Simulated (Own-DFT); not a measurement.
# Which defects push the lattice out? zincblende GaAs

Source: density functional calculations with Own-DFT, an unreviewed in-house program that is no longer used. Nothing was measured or relaxed, and spin and spin-orbit coupling are left out.

All runs used: PBE; PseudoDojo norm-conserving scalar-relativistic files; cutoff 42 hartree; 3 x 3 x 3 k mesh centred on Gamma; Fermi-Dirac smearing of 0.1 eV.

Keep in mind (not all hold for every row): not probed for a lower state with spin; forces not confirmed at this smearing and k mesh; stress not checked against mesh or cutoff.

All runs share one cell, with vectors in Å (10.862, 0.000, 0.000); (0.000, 10.862, 0.000); (0.000, 0.000, 11.796) and a volume of 1391.7 Å³, strained against the parent crystal. u is the rms random offset of the atoms per axis. The defect's site can differ from row to row.

```
                             cell     formula   u (Å)  P (GPa)
                        no defect    As32Ga32  0.0303     6.64
                        no defect    As32Ga32  0.0318     6.72
                        no defect    As32Ga32  0.0514     7.08
              one Al on a Ga site  AlAs32Ga31  0.0284     6.64
              one Al on a Ga site  AlAs32Ga31  0.0308     6.67
              one Al on a Ga site  AlAs32Ga31  0.0512     7.03
              one In on a Ga site  As32Ga31In  0.0277     7.36
              one In on a Ga site  As32Ga31In  0.0282     7.40
              one In on a Ga site  As32Ga31In  0.0290     7.41
              one In on a Ga site  As32Ga31In  0.0292        ?
              one P on an As site   As31Ga32P  0.0295     6.38
              one P on an As site   As31Ga32P  0.0322     6.46
              one P on an As site   As31Ga32P  0.0526     6.90
one As vacancy and one Ga vacancy    As31Ga31  0.0297     5.94
one As vacancy and one Ga vacancy    As31Ga31  0.0327     6.10
one As vacancy and one Ga vacancy    As31Ga31  0.0474     6.40
```

## What the rows give

P = P0 + c u² + a shift for each defect gives P0 = 6.43 GPa, c = 252 ± 15 GPa/Å² and a scatter of 0.04 GPa. The shifts, and each times the cell's volume:

- one In on a Ga site: 0.76 ± 0.04 GPa, 6.6 eV
- one Al on a Ga site: -0.01 ± 0.03 GPa, -0.1 eV (not resolved)
- one P on an As site: -0.24 ± 0.03 GPa, -2.1 eV
- one As vacancy and one Ga vacancy: -0.64 ± 0.03 GPa, -5.5 eV

A positive shift means that the defect pushes the cell outwards. Shift times volume (160.2 GPa Å³ is 1 eV) depends little on the cell's size, so, taken for each site, it can be compared between cells at like pressure. The atoms around the defects weren't relaxed, which would change these numbers.

## Test on the hidden row

Asked: what pressure belongs in the blank (one In on a Ga site, u = 0.0292 Å)?

The fit gives 7.40 ± 0.05 GPa. The run itself gave 7.45 GPa.
